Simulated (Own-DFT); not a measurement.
# Point defects and the pressure they add: 4H SiC

Source: density functional calculations with Own-DFT, an unreviewed in-house program that is no longer used. Nothing was measured or relaxed, and spin and spin-orbit coupling are left out.

All runs used: PBE; PseudoDojo norm-conserving scalar-relativistic files; cutoff 42 hartree; 4 x 4 x 3 k mesh centred on Gamma; Fermi-Dirac smearing of 0.1 eV.

Known weak points (not all hold for every row): a neutral cation vacancy leaves holes that likely carry spin, which these runs leave out; not probed for a lower state with spin; forces on such cells failed a check on a denser k mesh; forces on such cells passed a denser k mesh, each cell not checked; stress not checked against mesh or cutoff.

All runs share one cell, with vectors in Å (9.248, 0.000, 0.000); (-4.624, 8.009, 0.000); (0.000, 0.000, 10.068) and a volume of 745.7 Å³. u is the rms random offset of the atoms per axis. The defect's site can differ from row to row.

```
                                     cell     formula   u (Å)  P (GPa)
                                no defect     C36Si36  0.0291     3.64
                                no defect     C36Si36  0.0299     3.83
                                no defect     C36Si36  0.0594     6.30
                           one Si vacancy     C36Si35  0.0280     3.23
                           one Si vacancy     C36Si35  0.0297     3.12
                           one Si vacancy     C36Si35  0.0299     3.19
                 two Al on a Si site each  Al2C36Si34  0.0317     5.89
                 two Al on a Si site each  Al2C36Si34  0.0522     7.05
                 two Al on a Si site each  Al2C36Si34  0.0525     7.33
                       one Si on a C site     C35Si37  0.0446    11.14
                       one Si on a C site     C35Si37  0.0488    11.89
                       one Si on a C site     C35Si37  0.0506        ?
                       one Si on a C site     C35Si37  0.0526    11.64
one Al on a Si site and one N on a C site  AlC35NSi35  0.0458     5.23
one Al on a Si site and one N on a C site  AlC35NSi35  0.0465     5.26
one Al on a Si site and one N on a C site  AlC35NSi35  0.0503     5.32
```

## Analysis

P = P0 + c u² + a shift for each defect gives P0 = 3.04 GPa, c = 881 ± 75 GPa/Å² and a scatter of 0.20 GPa. The shifts, and each times the cell's volume:

- one Si on a C site: 6.42 ± 0.17 GPa, 29.9 eV
- two Al on a Si site each: 1.81 ± 0.17 GPa, 8.4 eV (4.2 eV for each of its 2 sites)
- one Al on a Si site and one N on a C site: 0.23 ± 0.17 GPa, 1.1 eV (not resolved)
- one Si vacancy: -0.61 ± 0.18 GPa, -2.9 eV

A positive shift means that the defect pushes the cell outwards. Shift times volume (160.2 GPa Å³ is 1 eV) depends little on the cell's size, so, taken for each site, it can be compared between cells at like pressure. The atoms around the defects weren't relaxed, which would change these numbers.

## Check

Asked: what pressure belongs in the blank (one Si on a C site, u = 0.0506 Å)?

The fit gives 11.72 ± 0.23 GPa. The run itself gave 11.63 GPa.
